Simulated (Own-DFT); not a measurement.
# What a defect does to the pressure of its cell: C40 NbSi2

Source: density functional calculations with Own-DFT, an unreviewed in-house program that is no longer used. Nothing was measured or relaxed, and spin and spin-orbit coupling are left out.

Method: PBE; PseudoDojo norm-conserving scalar-relativistic files; cutoff 42 hartree; 4 x 4 x 5 k mesh centred on Gamma; cold (Marzari-Vanderbilt) smearing of 0.2 eV.

Keep in mind: forces on such cells failed a check on a denser k mesh; stress not checked against mesh or cutoff.

All runs share one cell, with vectors in Å (0.000, 8.324, 0.000); (-9.613, 0.000, 0.000); (0.000, 0.000, 6.586) and a volume of 527.0 Å³. Atoms were moved at random from their sites; u is the rms move along one axis. The defect's site can differ from row to row.

| cell | formula | u (Å) | P (GPa) |
|---|---|---|---|
| no defect | Nb12Si24 | 0.0228 | 1.57 |
| no defect | Nb12Si24 | 0.0465 | 2.46 |
| no defect | Nb12Si24 | 0.0489 | 2.58 |
| two Nb on a Si site each | Nb14Si22 | 0.0305 | 7.54 |
| two Nb on a Si site each | Nb14Si22 | 0.0340 | 7.76 |
| two Nb on a Si site each | Nb14Si22 | 0.0488 | 8.61 |
| two Si on a Nb site each | Nb10Si26 | 0.0280 | 1.51 |
| two Si on a Nb site each | Nb10Si26 | 0.0429 | 2.29 |
| two Si on a Nb site each | Nb10Si26 | 0.0455 | 2.14 |
| one Si vacancy | Nb12Si23 | 0.0272 | 0.79 |
| one Si vacancy | Nb12Si23 | 0.0316 | 1.31 |
| one Si vacancy | Nb12Si23 | 0.0394 | 1.52 |
| one Si vacancy | Nb12Si23 | 0.0585 | ? |
| two Nb vacancies | Nb10Si24 | 0.0301 | -0.07 |
| two Nb vacancies | Nb10Si24 | 0.0492 | 0.55 |
| two Nb vacancies | Nb10Si24 | 0.0533 | 0.29 |

## Worked fit

P = P0 + c u² + a shift for each defect gives P0 = 1.36 GPa, c = 501 ± 82 GPa/Å² and a scatter of 0.21 GPa. The shifts, and each times the cell's volume:

- two Nb on a Si site each: 5.87 ± 0.17 GPa, 19.3 eV (9.6 eV for each of its 2 sites)
- two Si on a Nb site each: -0.16 ± 0.17 GPa, -0.5 eV (-0.3 eV for each of its 2 sites) (not resolved)
- one Si vacancy: -0.70 ± 0.18 GPa, -2.3 eV
- two Nb vacancies: -2.13 ± 0.18 GPa, -7.0 eV (-3.5 eV for each of its 2 sites)

A positive shift means that the defect pushes the cell outwards. Shift times volume (160.2 GPa Å³ is 1 eV) depends little on the cell's size, so, taken for each site, it can be compared between cells at like pressure. The atoms around the defects weren't relaxed, which would change these numbers.

## Test on the hidden row

Q: what pressure belongs in the blank (one Si vacancy, u = 0.0585 Å)?

The fit gives 2.37 ± 0.31 GPa. The hidden result is 2.40 GPa.
